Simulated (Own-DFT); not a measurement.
# Computed records: HfO₂ (monoclinic hafnia, atoms displaced)

A calculation, not a measurement: plane-wave density functional theory by an unreviewed code, no spin, of a simulated periodic cell, stress positive in tension, run twice, with PBE and with PBEsol, both on files made for PBE, so the change isn't that of files made for PBEsol, hafnium file: forces about 75 meV/angstrom off all-electron values; oxygen file: force components 24 meV/angstrom off all-electron in one glass; forces on such cells passed a denser k mesh, this cell's mesh not checked; the far tail of each file's local potential was reset to the Coulomb form; each entry is a single point on an unrelaxed cell, so the pressure reflects the starting lattice, mostly measured values (interpolated for alloys), from which strain is counted, and rises with the displacements; printed positions are rounded, which can move forces by about a meV/angstrom; the program, named Own-DFT, is a retired in-house code; no spin-orbit coupling; stress was not checked against mesh or cutoff. Program: Own-DFT development build.

### HfO₂ (monoclinic hafnia, atoms displaced)

```
HfO2
1.0
     10.2340     0.0000     0.0000
      0.0000    10.3500     0.0000
     -1.6955     0.0000    10.4453
Hf O Hf O Hf O Hf O Hf O Hf O Hf O Hf O
4 8 4 8 4 8 4 8 4 8 4 8 4 8 4 8
Direct
  0.13902 0.02729 0.10916
  0.36077 0.27110 0.15026
  0.36266 0.48414 0.39736
  0.13406 0.23138 0.35321
  0.03083 0.17103 0.17136
  0.45888 0.41480 0.07816
  0.46467 0.33300 0.32538
  0.03292 0.08874 0.42337
  0.22682 0.37281 0.23325
  0.26770 0.12655 0.00561
  0.26511 0.11910 0.25669
  0.22527 0.37299 0.47886
  0.13995 0.02198 0.59834
  0.36142 0.27131 0.65311
  0.35826 0.47555 0.89171
  0.14490 0.22806 0.85957
  0.03254 0.16572 0.67345
  0.47157 0.41526 0.57781
  0.46211 0.33118 0.83239
  0.03319 0.08810 0.92020
  0.22915 0.37251 0.74754
  0.27457 0.12139 0.50977
  0.27974 0.12666 0.76091
  0.22651 0.37547 0.99047
  0.13181 0.51674 0.10299
  0.36111 0.76987 0.14183
  0.35917 0.97858 0.39964
  0.14680 0.72879 0.35566
  0.04265 0.66847 0.17518
  0.45391 0.91618 0.07946
  0.46778 0.83829 0.32674
  0.04108 0.58669 0.41993
  0.22559 0.87423 0.23838
  0.27464 0.63652 0.01224
  0.27135 0.62015 0.26179
  0.22968 0.86842 0.48999
  0.14221 0.52403 0.61243
  0.36598 0.77197 0.64663
  0.35898 0.97772 0.89115
  0.13255 0.73039 0.85509
  0.03731 0.67011 0.67730
  0.46278 0.91954 0.57676
  0.46048 0.82399 0.82459
  0.03024 0.58367 0.92987
  0.22989 0.87395 0.74289
  0.27406 0.63217 0.50831
  0.27247 0.62622 0.76147
  0.22888 0.87058 0.99035
  0.64194 0.01157 0.09448
  0.86095 0.27573 0.14989
  0.86274 0.48038 0.39612
  0.64351 0.22643 0.35326
  0.53339 0.16528 0.17419
  0.95923 0.42336 0.08006
  0.96210 0.34417 0.33651
  0.54099 0.08724 0.42356
  0.73066 0.37823 0.24579
  0.77340 0.13702 0.99967
  0.77298 0.12674 0.27080
  0.72125 0.36580 0.47822
  0.64224 0.01925 0.60821
  0.85919 0.26998 0.64712
  0.86276 0.48324 0.89906
  0.64011 0.23000 0.85587
  0.53868 0.16215 0.67328
  0.95967 0.41092 0.57112
  0.95966 0.33559 0.82544
  0.53595 0.08927 0.92389
  0.72499 0.37106 0.73561
  0.77817 0.11272 0.50468
  0.78354 0.11168 0.76904
  0.72014 0.37059 0.98265
  0.63205 0.52315 0.10634
  0.86177 0.76427 0.15187
  0.86661 0.97378 0.39871
  0.63185 0.72956 0.34949
  0.53618 0.67125 0.17428
  0.96216 0.91391 0.07264
  0.97020 0.83962 0.32131
  0.53917 0.57872 0.42579
  0.71924 0.87217 0.23089
  0.77082 0.62748 0.99780
  0.77435 0.61692 0.25253
  0.71962 0.86806 0.48679
  0.63179 0.51895 0.60542
  0.86606 0.75679 0.64386
  0.84987 0.98017 0.89786
  0.64023 0.72760 0.85439
  0.52922 0.65442 0.67183
  0.95704 0.92028 0.57160
  0.96387 0.82838 0.83499
  0.53892 0.57842 0.91695
  0.72040 0.87905 0.74069
  0.77669 0.62671 0.51430
  0.76824 0.61954 0.76213
  0.72678 0.86590 0.99668
```

Here we set functional PBE, then PBEsol, potential files PseudoDojo norm-conserving, scalar-relativistic, standard set, wave cutoff 72 hartree, occupations Fermi-Dirac, smearing width 0.1 eV and k mesh 2 x 2 x 2 centred on Gamma.

The calculation gives: PBE pressure 5.84 GPa; PBE stress xx -6.1 GPa; PBE stress yy -5.5 GPa; PBE stress zz -5.91 GPa; PBE stress yz -0.4 GPa; PBE stress xz 0.07 GPa; PBE stress xy 0.84 GPa; PBEsol pressure -0.63 GPa; PBEsol stress xx 0.39 GPa; PBEsol stress yy 0.92 GPa; PBEsol stress zz 0.58 GPa; PBEsol stress yz -0.4 GPa; PBEsol stress xz 0.38 GPa; PBEsol stress xy 0.81 GPa; rms change of force components from PBE to PBEsol 0.051 eV/Å.

Force:
```tsv
force element	PBE force x (eV/Å)	PBE force y (eV/Å)	PBE force z (eV/Å)	PBEsol force x (eV/Å)	PBEsol force y (eV/Å)	PBEsol force z (eV/Å)
Hf	-1.189	-2.05	-1.872	-1.144	-1.94	-1.853
Hf	1.524	-0.786	-0.271	1.494	-0.694	-0.227
Hf	0.523	-1.442	-0.995	0.507	-1.454	-0.95
Hf	0.139	0.345	0.035	0.144	0.29	0.007
O	-0.381	0.33	0.345	-0.353	0.338	0.397
O	1.076	1.093	-0.231	1.039	1.077	-0.277
O	-0.549	0.749	0.327	-0.558	0.722	0.255
O	0.322	-0.183	-0.008	0.333	-0.199	0.046
O	-1.305	0.863	0.65	-1.213	0.829	0.629
O	1.001	0.414	0.698	0.897	0.399	0.67
O	0.607	0.042	0.929	0.514	0.048	0.888
O	-0.183	-0.013	1.876	-0.125	-0.006	1.811
Hf	-1.607	0.063	1.292	-1.567	0.131	1.213
Hf	1.728	-0.823	-1.498	1.686	-0.779	-1.395
Hf	0.893	1.441	1.726	0.865	1.332	1.708
Hf	-2.498	-0.434	-0.663	-2.42	-0.482	-0.662
O	1.107	-0.453	-0.032	1.088	-0.433	0.01
O	-2.134	-1.228	0.24	-2.078	-1.159	0.195
O	0.404	-0.254	-0.566	0.37	-0.253	-0.61
O	-0.411	-0.495	0.532	-0.377	-0.474	0.567
O	-0.708	1.55	-1.649	-0.608	1.503	-1.586
O	0.18	1.304	0.265	0.104	1.235	0.258
O	-0.1	-0.875	-0.198	-0.147	-0.829	-0.182
O	-0.678	-0.437	-0.475	-0.592	-0.428	-0.473
Hf	1.369	1.007	0.877	1.324	1.037	0.83
Hf	-1.252	0.455	0.566	-1.24	0.509	0.556
Hf	1.927	0.663	-1.141	1.868	0.591	-1.068
Hf	-1.105	0.27	-0.899	-1.059	0.202	-0.907
O	-0.993	-0.153	-0.406	-0.959	-0.15	-0.343
O	2.373	1.353	-0.889	2.305	1.306	-0.921
O	-0.281	-0.413	0.218	-0.27	-0.431	0.172
O	-0.863	-0.44	1.166	-0.818	-0.44	1.183
O	-0.035	0.736	0.17	0.025	0.707	0.172
O	-0.277	-1.491	-0.667	-0.335	-1.438	-0.644
O	1.155	-0.655	0.128	1.051	-0.626	0.147
O	-0.815	0.402	0.288	-0.718	0.404	0.273
Hf	-0.745	-0.705	-2.221	-0.712	-0.613	-2.204
Hf	0.02	-0.184	-0.251	0.014	-0.128	-0.206
Hf	0.165	-0.355	1.074	0.128	-0.407	1.078
Hf	0.725	1.032	1.988	0.708	0.978	1.918
O	0.496	-1.254	-0.934	0.486	-1.209	-0.861
O	0.273	-0.348	0.449	0.245	-0.331	0.382
O	0.658	0.938	0.994	0.625	0.901	0.895
O	0.887	0.447	-0.833	0.865	0.409	-0.757
O	-0.893	1.183	-0.884	-0.789	1.14	-0.845
O	0.428	-0.727	1.173	0.352	-0.714	1.137
O	0.122	-1.536	-0.274	0.053	-1.506	-0.281
O	-0.845	0.426	-0.7	-0.742	0.411	-0.689
Hf	-2.12	1.952	2.005	-2.071	1.928	1.926
Hf	-0.904	-0.51	-0.433	-0.888	-0.441	-0.392
Hf	-1.04	0.823	0.588	-1.025	0.717	0.59
Hf	-1.717	-0.271	0.258	-1.656	-0.319	0.239
O	0.351	-0.687	-0.784	0.341	-0.638	-0.707
O	-0.315	-0.649	0.474	-0.304	-0.619	0.407
O	2.256	-2.381	-1.697	2.185	-2.332	-1.698
O	-1.799	-1.103	0.429	-1.731	-1.091	0.468
O	-0.663	0.845	-1.784	-0.566	0.816	-1.724
O	0.113	-0.994	2.139	0.041	-0.992	2.05
O	1.988	-1.363	-2.381	1.878	-1.299	-2.299
O	0.327	0.637	1.811	0.385	0.616	1.742
Hf	0.283	0.026	-1.518	0.285	0.068	-1.508
Hf	0.646	-0.771	-0.67	0.649	-0.688	-0.614
Hf	-1.008	-1.266	-1.114	-0.991	-1.267	-1.052
Hf	0.287	0.226	-0.803	0.304	0.168	-0.781
O	-0.865	0.879	0.362	-0.832	0.866	0.404
O	1.446	1.126	1.24	1.381	1.108	1.157
O	1.08	-0.043	0.396	1.026	-0.06	0.332
O	-0.918	-1.586	-0.077	-0.871	-1.562	-0.034
O	-0.71	0.713	-0.043	-0.634	0.681	-0.04
O	-0.165	1.821	2.019	-0.224	1.756	1.957
O	-0.893	1.806	-2.11	-0.937	1.759	-2.037
O	0.16	0.711	1.353	0.22	0.687	1.307
Hf	0.254	-1.262	-1.248	0.253	-1.176	-1.255
Hf	1.532	0.769	-1.104	1.482	0.821	-1.048
Hf	-1.666	0.772	-1.044	-1.629	0.734	-0.956
Hf	0.559	0.738	1.41	0.533	0.705	1.338
O	-0.152	-0.791	-0.857	-0.131	-0.758	-0.78
O	0.245	0.408	0.87	0.217	0.414	0.805
O	0.165	-0.694	0.224	0.137	-0.706	0.172
O	-0.211	0.713	-0.821	-0.209	0.674	-0.74
O	0.238	0.317	0.925	0.284	0.284	0.881
O	0.104	0.402	2.117	0.037	0.384	2.043
O	-0.005	0.349	0.582	-0.067	0.352	0.548
O	0.221	-0.663	-0.053	0.276	-0.631	-0.061
Hf	2.093	-0.688	-0.069	2.018	-0.621	-0.097
Hf	-1.81	2.811	0.366	-1.776	2.764	0.376
Hf	3.301	-1.108	0.359	3.207	-1.11	0.364
Hf	-0.485	-0.208	-0.39	-0.451	-0.278	-0.4
O	-0.525	1.339	0.418	-0.496	1.318	0.448
O	1.239	-1.251	1.489	1.199	-1.197	1.367
O	-0.626	0.225	-0.894	-0.595	0.183	-0.913
O	-1.062	-0.308	0.638	-1.02	-0.303	0.678
O	0.125	-1.008	0.275	0.17	-0.973	0.283
O	0.191	-0.277	-0.453	0.136	-0.269	-0.419
O	1.049	-0.04	-0.777	0.963	-0.023	-0.745
O	-0.847	0.147	-1.071	-0.768	0.17	-1.038
```
